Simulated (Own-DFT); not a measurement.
Simulation results for InGa3As4 (zincblende random alloy, atoms displaced)

All values are calculated (Own-DFT development build). A calculation, not a measurement: plane-wave PBE density functional theory by an unreviewed code, no spin, of a simulated periodic cell, stress positive in tension, free energy of the whole cell less one offset for each atom, forces on such cells passed a denser k mesh, this cell's mesh not checked; offsets are fitted by least squares, one for each functional and potential file, so energies compare only between cells with the same atoms and settings and are not formation energies; the far tail of each file's local potential was reset to the Coulomb form; each entry is a single point on an unrelaxed cell, so the pressure reflects the starting lattice, mostly measured values, from which strain is counted, and rises with the displacements; printed positions are rounded, which can move forces by about a meV/angstrom; the program is a retired in-house code; no spin-orbit coupling.

Common to all runs: functional PBE; potential files PseudoDojo norm-conserving, scalar-relativistic, standard set; wave cutoff 42 hartree; occupations Fermi-Dirac; smearing width 0.1 eV; k mesh 3 x 3 x 3 centred on Gamma.

(1) 
```xyz
64
Lattice="11.5091 0.0000 0.0000 0.0000 11.5091 0.0000 0.0000 0.0000 11.5091" Properties=species:S:1:pos:R:3:force_x:R:1:force_y:R:1:force_z:R:1 formula=InGa3As4 free_energy_of_cell_above_offsets=-23.966 pressure=4.39 stress_xx=-4.43 stress_yy=-4.36 stress_zz=-4.39 stress_yz=0.08 stress_xz=-0.58 stress_xy=0.13
In     0.0195     0.0305     0.0243     -0.563     -0.328       0.09
Ga    11.4920     2.8808     2.8707      0.168     -0.162      0.537
Ga     2.8668     0.0116     2.8781     -0.021     -0.167     -0.116
Ga     2.8584     2.8902     0.0044      0.414     -0.186      0.042
As     1.4363     1.4554     1.4444      0.986      0.949       1.08
As     1.4533     4.3719     4.3202     -1.466     -1.608      1.055
As     4.3176     1.4038     4.2845      -0.13      0.313      0.402
As     4.2876     4.3337     1.4982      0.267     -1.886     -0.573
Ga    11.4905    11.5012     5.8188      0.044     -0.054     -0.438
In    11.4704     2.8986     8.6223       0.27     -0.466     -0.332
Ga     2.9410     0.0048     8.5928     -0.785      0.105      0.083
Ga     2.8564     2.8983     5.7520      0.184     -0.245     -0.314
As     1.4229     1.4509     7.1271      0.876      -0.77      0.069
As     1.4125     4.2556    10.0767      0.878       1.53      0.975
As     4.3222     1.3858    10.0509     -0.015      0.762      0.276
As     4.3063     4.2534     7.2051     -0.026      0.778      0.009
Ga    11.4563     5.7573     0.0210      0.141     -0.628     -0.012
Ga    11.4964     8.6857     2.8529      0.232     -0.442      0.244
In     2.8323     5.7534     2.8925      0.112      0.076     -0.484
Ga     2.8519     8.6739     0.0109      0.019     -0.421      0.194
As     1.4022     7.1309     1.4377     -0.837      1.646     -0.899
As     1.4267    10.0845     4.3336     -1.014      1.005     -1.104
As     4.2789     7.1114     4.3093      1.772      1.144      0.215
As     4.3273    10.0933     1.4117     -0.086      0.056      0.137
Ga    11.4995     5.7948     5.6939     -0.119     -0.445      0.623
Ga     0.0726     8.6694     8.6465      -0.51     -0.162     -0.116
Ga     2.8308     5.7711     8.6447      0.201     -0.364      0.025
In     2.8567     8.6502     5.7368       0.64     -0.108      0.294
As     1.4291     7.1791     7.1764     -0.819     -0.636       0.86
As     1.4465    10.0934    10.1188      1.014     -0.575     -1.363
As     4.2795     7.1996    10.1023      -1.59      0.072     -0.233
As     4.3296    10.1050     7.2268      0.145      0.908     -0.545
Ga     5.7942     0.0709    11.5054          0     -0.364      0.053
Ga     5.7235     2.8834     2.9052      0.093     -0.107     -0.174
In     8.6486     0.0178     2.7947     -0.158      -0.27      1.354
Ga     8.6211     2.8648    11.4862     -0.043       0.08      0.056
As     7.2211     1.4609     1.4510     -1.411      1.302     -1.048
As     7.1721     4.2973     4.3175     -0.807     -0.749      0.987
As    10.0753     1.4060     4.3648      0.542      0.897      0.403
As    10.0267     4.2600     1.4830      1.009     -0.546     -1.298
Ga     5.7694     0.0359     5.7780     -0.107     -0.323     -0.228
Ga     5.7597     2.9226     8.6770     -0.236     -0.688     -0.407
Ga     8.6510    11.5016     8.6323     -0.121       0.39      0.008
Ga     8.5964     2.8602     5.7914      0.088     -0.039     -0.501
As     7.1764     1.4616     7.1799      0.013     -0.167      0.576
As     7.2073     4.2777    10.0204      0.673      0.015     -0.022
As    10.0759     1.4663    10.0967     -1.653      -0.41     -0.186
As    10.0426     4.2612     7.1520     -0.761      1.759     -0.801
In     5.7312     5.7522     0.0086      0.211     -0.482     -0.216
Ga     5.7155     8.6438     2.8844     -0.026     -0.415     -0.164
In     8.6186     5.7290     2.8855      0.077      0.477      0.299
Ga     8.6122     8.6392     0.0171      0.265     -0.127     -0.201
As     7.2112     7.1867     1.4121     -0.233      1.661      0.338
As     7.1440    10.0406     4.2858     -0.158     -0.285      0.864
As    10.0787     7.2211     4.3483      0.796      0.436     -0.226
As    10.0501    10.0460     1.4565      0.472     -1.491     -0.719
Ga     5.7293     5.7831     5.7165      0.127     -0.652      0.437
In     5.7699     8.6318     8.6739     -0.029     -0.092     -0.188
Ga     8.6083     5.7861     8.6161      0.503     -0.459     -0.036
Ga     8.6416     8.5578     5.7023     -0.517      0.657      0.417
As     7.1965     7.1575     7.1868      0.415     -0.312     -0.822
As     7.2287    10.0945    10.0813      0.644      0.763      0.852
As    10.0943     7.1745    10.0933     -0.304      0.415     -0.356
As    10.0257    10.0858     7.1708      0.256     -0.564      0.267
```

Units: free_energy_of_cell_above_offsets in eV; pressure, stress_xx, stress_yy, stress_zz, stress_yz, stress_xz, stress_xy in GPa; force_x, force_y, force_z in eV/Å.

(2) 
```xyz
64
Lattice="11.5091 0.0000 0.0000 0.0000 11.5091 0.0000 0.0000 0.0000 11.5091" Properties=species:S:1:pos:R:3:force_x:R:1:force_y:R:1:force_z:R:1 formula=InGa3As4 free_energy_of_cell_above_offsets=-23.314 pressure=4.55 stress_xx=-4.47 stress_yy=-4.59 stress_zz=-4.6 stress_yz=-0.09 stress_xz=-0.03 stress_xy=-0.14
Ga    11.4983    11.4603     0.0017      0.185      0.398     -0.016
Ga     0.0082     2.8418     2.8588     -0.377      0.248      0.224
Ga     2.8805     0.0375     2.8929      0.101      0.023      -0.39
Ga     2.8942     2.9116     0.0246     -0.149     -0.276     -0.387
As     1.4535     1.4997     1.4265     -0.065     -0.703     -0.035
As     1.3722     4.3522     4.3032      0.382     -0.603      0.256
As     4.3123     1.4369     4.3186     -0.851      1.111     -0.812
As     4.3298     4.2898     1.3941      0.136      0.194      0.788
Ga     0.0435    11.4882     5.7300     -0.364      0.197      0.361
Ga     0.0200     2.8353     8.6594     -0.087      0.683     -0.289
Ga     2.8843    11.5054     8.6459        0.1      0.061      0.075
Ga     2.8674     2.8795     5.7608     -0.194      0.069      0.003
As     1.4187     1.4235     7.2415      0.309     -0.003     -0.523
As     1.4670     4.2940    10.0751     -0.963     -0.518      0.779
As     4.3243     1.4615    10.0914     -0.682     -0.807      0.654
As     4.3230     4.2964     7.2259     -1.097     -0.287     -1.403
Ga     0.0037     5.7527     0.0322      0.002      0.064     -0.378
Ga     0.0060     8.6237     2.8521      0.101     -0.152      0.368
Ga     2.8758     5.6966     2.9052      0.145      0.418     -0.255
In     2.8282     8.6294     0.0098      0.757      0.173      0.531
As     1.4555     7.1838     1.4290     -0.933     -1.142      1.321
As     1.4754    10.1154     4.3110     -0.831      0.163      -0.86
As     4.3143     7.2441     4.3273      0.139     -0.754      -2.04
As     4.3493    10.0834     1.4341      0.287      0.702      0.681
Ga     0.0147     5.7281     5.8097      0.058      0.515     -0.485
Ga    11.4774     8.6838     8.6822       0.57     -0.102     -0.463
In     2.8636     5.7911     8.6131      0.199     -0.927      0.319
In     2.8839     8.5994     5.7701     -0.605      0.532      0.035
As     1.4543     7.1440     7.1889     -2.346        0.9     -0.134
As     1.4819    10.0735    10.1050     -1.366      1.202     -1.309
As     4.2312     7.2424    10.0377      1.938      -0.71      0.951
As     4.3013    10.0324     7.2215     -0.549      1.357      0.511
Ga     5.7705    11.5025    11.4977      0.161      0.419      0.381
Ga     5.7749     2.8899     2.9059     -0.318     -0.336     -0.362
Ga     8.6338     0.0111     2.9330      0.195     -0.421     -0.325
In     8.6147     2.9082     0.0149      0.218     -0.058     -0.856
As     7.2758     1.4675     1.5085     -1.494     -1.152      0.407
As     7.1632     4.2738     4.3149      1.351     -0.558     -0.862
As    10.0317     1.4284     4.3557      0.623      0.025     -0.121
As    10.0764     4.3252     1.4296      0.786       0.85      1.051
In     5.7574     0.0487     5.7820     -0.496     -1.077     -0.398
In     5.7817     2.9299     8.6381     -0.627     -0.888     -0.067
Ga     8.5980     0.0041     8.6415      0.383      0.223     -0.168
Ga     8.5988     2.8246     5.7641      0.289      0.593      0.266
As     7.1364     1.4458     7.1936      2.342      0.192      0.529
As     7.1418     4.3423    10.0181      1.025      2.013      1.079
As    10.1223     1.4380    10.0327     -0.124       -0.8     -0.091
As    10.0916     4.4237     7.1904     -0.383     -1.485      0.309
Ga     5.7321     5.7563     0.0311     -0.076      0.457     -0.617
Ga     5.7157     8.6076     2.8561      0.405      0.112     -0.204
Ga     8.5967     5.7575     2.8609      0.337     -0.063      0.172
Ga     8.5915     8.6519    11.4825      0.524      0.204     -0.276
As     7.2382     7.2213     1.3772     -0.645     -0.283       0.51
As     7.1596    10.0683     4.2763      0.723     -0.751      -0.35
As    10.0935     7.1593     4.3481     -0.109       0.21     -0.265
As    10.0874    10.0286     1.4285     -0.442      0.372      0.177
In     5.7498     5.7327     5.7017     -0.007      0.359      0.748
In     5.8242     8.6481     8.6117     -0.963     -0.481      0.315
Ga     8.6507     5.7653     8.6380     -0.119       0.33      0.058
Ga     8.6729     8.6807     5.7232     -0.232     -0.317      0.094
As     7.2073     7.2112     7.2194      1.767     -0.598      -0.99
As     7.1681    10.0842    10.0360      1.192      1.158      1.418
As    10.0889     7.2492    10.0364     -0.254     -0.543      0.619
As    10.0723    10.0747     7.2158      0.024      0.269      -0.26
```

Units: free_energy_of_cell_above_offsets in eV; pressure, stress_xx, stress_yy, stress_zz, stress_yz, stress_xz, stress_xy in GPa; force_x, force_y, force_z in eV/Å.

(3) 
```xyz
64
Lattice="11.5091 0.0000 0.0000 0.0000 11.5091 0.0000 0.0000 0.0000 11.5091" Properties=species:S:1:pos:R:3:force_x:R:1:force_y:R:1:force_z:R:1 formula=InGa3As4 free_energy_of_cell_above_offsets=-24.188 pressure=4.33 stress_xx=-4.33 stress_yy=-4.33 stress_zz=-4.33 stress_yz=0.17 stress_xz=-0.06 stress_xy=0.14
Ga    11.5034    11.4287     0.0320      0.197      0.667     -0.509
Ga     0.0196     2.8529     2.9183      0.035      0.322     -0.459
Ga     2.8512    11.4644     2.8469      0.186      0.185      0.276
In     2.8508     2.8752     0.0073     -0.255     -0.482     -0.172
As     1.4301     1.3843     1.4813     -0.896     -0.433      0.278
As     1.4680     4.2770     4.3294     -0.298      0.587     -1.886
As     4.2969     1.4329     4.2449      0.552     -0.644     -0.225
As     4.3042     4.2839     1.4321      0.932      1.119      0.729
In     0.0340    11.4624     5.7389     -0.812       0.78      -0.05
Ga    11.4759     2.8828     8.6698      0.272     -0.295     -0.271
Ga     2.8821    11.4865     8.6540      0.041      0.274     -0.008
In     2.8730     2.8840     5.7852      0.801      -0.19     -0.323
As     1.4608     1.4254     7.1527     -0.376     -0.139      2.459
As     1.3874     4.3324    10.0954      0.774      -0.47     -2.209
As     4.3604     1.4380    10.0901     -0.667     -1.414     -0.206
As     4.3203     4.3548     7.1985       0.05      1.279      -0.13
In     0.0378     5.7584     0.0087     -0.951      0.272      0.766
Ga     0.0113     8.5676     2.8684     -0.096      0.662      0.293
Ga     2.8929     5.7339     2.8462      0.055     -0.037      0.444
Ga     2.8358     8.6613     0.0206       0.44     -0.207      0.243
As     1.4502     7.1998     1.5059      0.855      0.529       0.14
As     1.4547    10.0895     4.3181      0.885     -1.506     -1.268
As     4.3111     7.2154     4.2773      0.096     -0.184      0.275
As     4.3221    10.1247     1.4482     -0.067     -0.576     -0.289
In    11.4947     5.7162     5.7742       0.56      0.797     -0.348
Ga    11.4592     8.6868     8.6500      0.623     -0.676     -0.013
Ga     2.9116     5.7388     8.6144     -0.391       0.24      0.341
Ga     2.8790     8.6589     5.7534      0.094     -0.226     -0.099
As     1.4845     7.2154     7.2083      0.145      0.572      0.611
As     1.4516    10.0378    10.0669     -0.308      0.357      0.042
As     4.2775     7.1805    10.0979      0.417      0.144     -0.066
As     4.3003    10.0304     7.2434      0.199      0.484     -0.458
Ga     5.7150     0.0049    11.4815      0.421     -0.134      0.232
Ga     5.7245     2.8843     2.8494      0.294     -0.386     -0.053
In     8.5844     0.0405     2.8454      0.944     -0.751      0.643
Ga     8.6218     2.8874    11.4182      -0.01     -0.216      1.026
As     7.1940     1.3816     1.4193     -1.441      1.921      -1.56
As     7.1220     4.3125     4.3040     -0.226     -0.553       0.77
As    10.0826     1.4996     4.2773     -0.151       0.63      0.648
As    10.0140     4.2846     1.4746      0.671     -1.448      -0.58
Ga     5.7175     0.0297     5.7492      0.036     -0.206      0.063
In     5.7437     2.8711     8.6008      0.373      0.004     -0.021
Ga     8.6008     0.0059     8.6447      0.443     -0.265     -0.194
Ga     8.6395     2.9103     5.7546     -0.184     -0.181     -0.256
As     7.2429     1.4199     7.1936      0.344     -0.546     -1.036
As     7.1991     4.2891    10.0959      0.483      1.173      0.203
As    10.0148     1.4579    10.0596      0.694     -0.561      0.094
As    10.0873     4.2905     7.1791     -1.268     -0.712      1.302
Ga     5.7646     5.7229     0.0086     -0.167      0.283     -0.058
Ga     5.7649     8.6170     2.8269     -0.078      0.347      0.334
In     8.6328     5.7977     2.8775     -0.917     -0.506     -0.243
Ga     8.6727     8.6368     0.0044      0.039     -0.145     -0.226
As     7.1841     7.2362     1.3979      -0.58      0.364      -0.74
As     7.1870    10.0789     4.3366     -0.734     -0.887      0.675
As    10.0521     7.1816     4.2752      0.557      1.789      0.953
As    10.1043    10.0593     1.4112      0.301     -0.906      0.082
Ga     5.7625     5.7609     5.7792     -0.197      0.247     -0.332
Ga     5.7927     8.6481     8.6006     -0.079     -0.081      0.779
Ga     8.6357     5.7741     8.6431     -0.046     -0.417     -0.078
Ga     8.6307     8.6180     5.7747      0.025      0.061     -0.178
As     7.1945     7.1862     7.2171      0.117     -0.072     -0.219
As     7.2566    10.1015    10.1223      -0.59     -0.308     -0.328
As    10.0781     7.1795    10.0289     -0.648      0.855      -0.26
As    10.1209    10.0280     7.1979     -1.513     -0.181      0.646
```

Units: free_energy_of_cell_above_offsets in eV; pressure, stress_xx, stress_yy, stress_zz, stress_yz, stress_xz, stress_xy in GPa; force_x, force_y, force_z in eV/Å.

(4) 
```xyz
64
Lattice="11.5091 0.0000 0.0000 0.0000 11.5091 0.0000 0.0000 0.0000 11.5091" Properties=species:S:1:pos:R:3:force_x:R:1:force_y:R:1:force_z:R:1 formula=InGa3As4 free_energy_of_cell_above_offsets=-23.936 pressure=4.39 stress_xx=-4.35 stress_yy=-4.4 stress_zz=-4.44 stress_yz=-0.05 stress_xz=0.01 stress_xy=-0.28
In     0.0427    11.4912    11.4957      -1.42      0.668      0.031
Ga    11.4882     2.9248     2.8958     -0.111      -0.53     -0.364
Ga     2.8591    11.5070     2.8366     -0.058      0.064      0.514
Ga     2.8758     2.8828    11.4986      0.034     -0.137      0.197
As     1.4304     1.3852     1.4060      1.032       1.88       1.29
As     1.4063     4.2925     4.3403      0.308      0.116     -0.104
As     4.2853     1.4082     4.3566       0.38      -0.02     -0.475
As     4.3286     4.3272     1.4303     -1.318     -1.203      1.158
In    11.4831     0.0403     5.7734      0.878      -0.09     -0.199
Ga     0.0271     2.8556     8.6475     -0.425      0.189       -0.1
Ga     2.8939     0.0055     8.6280      -0.39     -0.225     -0.122
Ga     2.9505     2.9126     5.7207     -0.414      -0.09      0.481
As     1.4527     1.4745     7.2242      0.989      0.607       0.23
As     1.4711     4.2816    10.0393     -0.404      0.389      0.419
As     4.2817     1.4722     9.9928     -0.114      -0.53      1.069
As     4.3136     4.3402     7.2267      0.315     -0.273     -0.535
Ga    11.4775     5.7446     0.0161      0.737      0.233     -0.384
In     0.0063     8.6212     2.9035     -0.639     -0.113      -0.13
Ga     2.7997     5.7342     2.8706      0.429      -0.03      0.111
In     2.8259     8.6403    11.4623      0.915      0.096      0.006
As     1.4473     7.2241     1.4590      -0.21      -1.99     -0.337
As     1.4223    10.0591     4.2893      1.244       1.12      0.079
As     4.3211     7.1680     4.3145      0.567     -0.932     -0.935
As     4.3171    10.1203     1.4670      0.572      0.287     -0.073
Ga     0.0090     5.7210     5.7633     -0.175      0.514      0.013
In    11.5046     8.6168     8.6389     -0.492     -0.059      0.118
Ga     2.8614     5.7141     8.5806     -0.129      0.493      0.279
In     2.9504     8.6460     5.7866     -1.047     -0.439     -0.825
As     1.4142     7.2156     7.2053      0.491     -1.878     -0.504
As     1.3633    10.0962    10.0722      1.862      0.313     -1.528
As     4.3462     7.1400    10.0507     -0.726      0.254     -1.257
As     4.3063    10.0312     7.2100      1.271       1.48      1.434
Ga     5.7579     0.0440    11.4791     -0.129      -0.22     -0.129
Ga     5.7610     2.8632     2.8558     -0.259     -0.089      0.304
Ga     8.6372     0.0056     2.8471      0.054     -0.277      0.103
Ga     8.6110     2.8766    11.5056      0.031      -0.04     -0.216
As     7.1852     1.4174     1.4407      0.082      0.253     -0.154
As     7.2077     4.2873     4.2961       -0.9      0.927     -0.864
As    10.0565     1.4041     4.3098     -0.425      0.838     -1.605
As    10.0734     4.3635     1.3819     -0.189     -0.649      0.512
Ga     5.7413     0.0003     5.8354      0.201     -0.171     -0.402
Ga     5.6798     2.8181     8.6481      0.735      0.586     -0.459
Ga     8.6236    11.4668     8.6982     -0.028       0.05     -0.693
In     8.6097     2.9008     5.8152      0.105     -0.578     -0.257
As     7.1679     1.4079     7.2480      -0.56     -0.604      0.715
As     7.2081     4.2900    10.0015      0.144     -0.706     -0.124
As    10.0224     1.4212    10.0299     -0.169      0.847     -0.073
As    10.0829     4.3487     7.1896      0.956      0.488      1.142
In     5.7623     5.7436     0.0419      0.797      0.004     -0.545
Ga     5.7002     8.6086     2.8412      0.494      0.286      0.386
Ga     8.6814     5.7445     2.8877     -0.416      0.298     -0.042
Ga     8.6382     8.6076    11.4831      0.044      0.289      0.067
As     7.2112     7.2477     1.4279      0.746      0.305      0.969
As     7.2344    10.0719     4.3356     -0.854      0.232     -0.394
As    10.0352     7.2124     4.3524     -0.368     -1.028      0.703
As    10.0829    10.0654     1.4167     -1.654     -0.151      0.034
Ga     5.7650     5.7399     5.7424      0.142     -0.019     -0.016
Ga     5.7127     8.6177     8.6717      0.398     -0.235     -0.411
Ga     8.6081     5.7438     8.6254      0.253      0.001     -0.098
Ga     8.6086     8.6706     5.7306      0.239     -0.172      0.589
As     7.2198     7.1691     7.1859     -0.353      0.442     -0.007
As     7.1889    10.0483    10.0361     -0.209     -0.081      0.543
As    10.0528     7.1521    10.0713     -0.703     -0.616      0.688
As    10.1065    10.0970     7.1981     -2.156     -0.369      0.177
```

Units: free_energy_of_cell_above_offsets in eV; pressure, stress_xx, stress_yy, stress_zz, stress_yz, stress_xz, stress_xy in GPa; force_x, force_y, force_z in eV/Å.
